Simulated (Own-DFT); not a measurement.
# Strain and stress in fcc Cu, 16 atoms (Cu16)

These are calculations, not measurements. They come from Own-DFT, an in-house plane-wave density functional program, since retired, whose code no person has reviewed. Each row is one single-point run on a periodic cell that was not relaxed, without spin or spin-orbit coupling.

Settings of every run: PBE; PseudoDojo norm-conserving scalar-relativistic files; cutoff 50 hartree; 7 x 7 x 5 k mesh centred on Gamma; cold (Marzari-Vanderbilt) smearing of 0.2 eV.

Known limits: forces on such cells failed a check on a denser k mesh; stress not checked against mesh or cutoff.

Unstrained cell vectors in Å: (3.615, 3.615, 0.000); (-3.615, 3.615, 0.000); (0.000, 0.000, 7.230). The unstrained cell has measured lattice constants (interpolated for alloys), not those of this functional. That, the random moves and any unrelaxed bonds set the pressure at no strain. Each run strains this cell uniformly, with the atoms carried along. Every atom was also moved at random, by a Gaussian of width 0.05 Å on each axis. Strain is the symmetric tensor, in per cent. Stress is positive in tension, and the pressure is minus a third of its trace.

```
run  e_xx (%)  e_yy (%)  e_zz (%)  e_yz (%)  e_xz (%)  e_xy (%)  s_xx (GPa)  s_yy (GPa)  s_zz (GPa)  s_yz (GPa)  s_xz (GPa)  s_xy (GPa)  P (GPa)  E (meV/atom)
  1     -0.87     -0.44     -1.05     -0.07     -1.70     -0.49       -7.54       -6.70       -6.84       -0.32       -3.59       -0.64     7.03          15.8
  2     -1.58     -0.68      1.49      1.15      0.97      0.28       -4.92       -4.70       -2.81        2.19        1.77        0.15     4.14           7.4
  3      0.25      1.73     -0.45      0.56     -0.66     -0.84       -1.55        0.26       -0.91        0.83       -1.62       -1.53     0.73           5.8
  4     -1.46      0.12     -0.30     -0.23     -0.12     -0.21       -6.29       -4.83       -5.72       -0.67       -0.27       -0.09     5.61          10.5
  5      1.10      1.50      0.43      1.09     -0.47      1.72        1.18        1.23        1.38        1.46       -0.91        2.56    -1.26           5.9
  6     -0.54     -1.01     -1.23     -1.51     -1.16      1.36       -8.06       -8.73       -8.26       -3.09       -2.22        2.28     8.35          29.7
  7      0.78     -1.87     -1.07     -1.26     -1.99     -1.14       -5.63       -6.85       -6.78       -2.63       -3.50       -1.93     6.42          10.7
  8      0.07      1.69     -1.40      1.11     -1.19      1.17       -2.44       -1.16       -3.17        2.00       -2.28        1.73     2.26           2.6
  9      1.67     -1.28     -1.95      0.00      0.27      0.03       -3.63       -6.80       -6.11        0.04        0.57       -0.07     5.52          10.2
 10     -1.08     -1.56      1.38     -1.62     -0.40      1.56       -5.28       -6.01       -3.58       -3.22       -0.83        3.20     4.96           8.9
 11      1.04     -0.83      1.11     -0.67      1.76     -1.94       -1.34       -2.38       -1.12       -1.13        2.56       -3.27     1.61          16.5
 12     -1.28     -0.50     -1.03     -0.03     -0.01      0.27       -8.44       -7.72       -7.94       -0.31        0.19        0.38     8.03          23.3
 13      0.67     -1.47      0.29      0.74     -0.21      1.90       -3.10       -4.54       -3.51        1.44       -0.37        3.31     3.72           6.0
 14      0.17      0.85     -0.37     -1.61      0.72     -1.98       -1.86       -1.54       -1.93       -2.61        1.47       -2.85     1.78           0.0
 15     -1.52     -0.63     -0.12      1.29      0.09     -0.23           ?           ?           ?           ?           ?           ?        ?             ?
```

E is the free energy for each atom above the lowest run shown.

## Worked fit

Each stress component was fitted by least squares to a constant and the strains of the runs shown, as fractions, with shears doubled. Shear strains stay in the fit of a normal stress only where such slopes are resolved. The slopes, in GPa:

```
stress  at no strain  per e_xx  per e_yy  per e_zz  scatter
  s_xx          -3.3  206 ± 14  128 ± 12  140 ± 14     0.53
  s_yy          -3.3  128 ± 15  208 ± 12  137 ± 15     0.56
  s_zz          -3.0  139 ± 10   146 ± 9  204 ± 10     0.39
```

Each shear stress against twice its own strain: yz 92 ± 4, xz 95 ± 5, xy 85 ± 3 GPa. These are stiffnesses along x, y and z of the frame in which the cell vectors are given, which need not be the crystal's axes. The atoms are held to the strained lattice; where symmetry lets them move under strain, relaxing them would lower some slopes. The table should be nearly symmetric about its diagonal, and what it lacks of that shows the noise. A ninth of its sum, 160 ± 6 GPa, estimates the bulk modulus near the mean pressure of these runs, 4.2 GPa, so it lies above the value at zero pressure.

## Withheld run

Question: what normal stresses and pressure should run 15 give?

The fit gives s_xx = -7.4, s_yy = -6.7, s_zz = -6.3 and P = 6.8 GPa. The calculation gave -7.06, -6.26, -5.95 and P = 6.43 GPa.
